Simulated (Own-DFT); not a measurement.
# Two functionals across a range of volumes: beta-Si3N4, 42 atoms (N24Si18)

Calculated, not measured: single-point runs of Own-DFT, a retired in-house plane-wave DFT program that no person has reviewed, on unrelaxed cells, without spin or spin-orbit coupling.

Caveats: forces on such cells passed a denser k mesh, each cell not checked; stress not checked against mesh or cutoff.

Each geometry was run with PBE and with PBEsol, otherwise alike: PseudoDojo norm-conserving scalar-relativistic files made for PBE; cutoff 42 hartree; 3 x 3 x 3 k mesh centred on Gamma; Fermi-Dirac smearing of 0.1 eV. Unstrained cell vectors in Å: (7.606, 0.000, 0.000); (-3.803, 6.587, 0.000); (0.000, 0.000, 8.727). Each has a uniform strain, of which the change of volume is shown, and random moves of rms u per axis.

| run | volume change (%) | u (Å) | P with PBE (GPa) | P with PBEsol (GPa) |
|---|---|---|---|---|
| 1 | 2.70 | 0.0484 | 1.19 | -1.17 |
| 2 | 0.87 | 0.0482 | 5.71 | 3.31 |
| 3 | 0.69 | 0.0519 | 7.31 | 4.92 |
| 4 | 4.42 | 0.0473 | -2.83 | -5.18 |
| 5 | -0.49 | 0.0472 | 8.85 | 6.42 |
| 6 | 0.21 | 0.0530 | 8.01 | 5.60 |
| 7 | -0.38 | 0.0452 | 8.86 | 6.45 |
| 8 | 0.79 | 0.0471 | 6.71 | 4.32 |
| 9 | -3.25 | 0.0456 | 17.20 | 14.74 |
| 10 | -1.23 | 0.0555 | 12.61 | 10.18 |
| 11 | -0.22 | 0.0463 | 8.95 | 6.54 |
| 12 | 2.70 | 0.0495 | 1.66 | ? |

Asked: by how much does PBEsol shrink this cell, and what belongs in the blank?

## Answer

Write v for the change of volume as a fraction. Fitted to v and u², the PBE pressure has a slope of -262 ± 8 GPa in v, with the ions held to the strained lattice. The difference PBEsol less PBE is -2.41 + 1.5 v GPa (slope ± 0.1) and averages -2.40 GPa. Divided by the mean slope of the two, 261 GPa, that makes PBEsol's volume at a given pressure, near 6 GPa, about 0.9 % smaller, or 0.31 % in lengths. At one volume PBEsol's slope is the smaller by 2 GPa, but its pressure there is lower too. If stiffness rises by about 4 GPa for each GPa, PBEsol at equal pressure is stiffer by about 8 GPa. Files made for PBEsol would give a different shift.

For run 12 the line gives -0.71 GPa. The hidden result is -0.70 GPa.
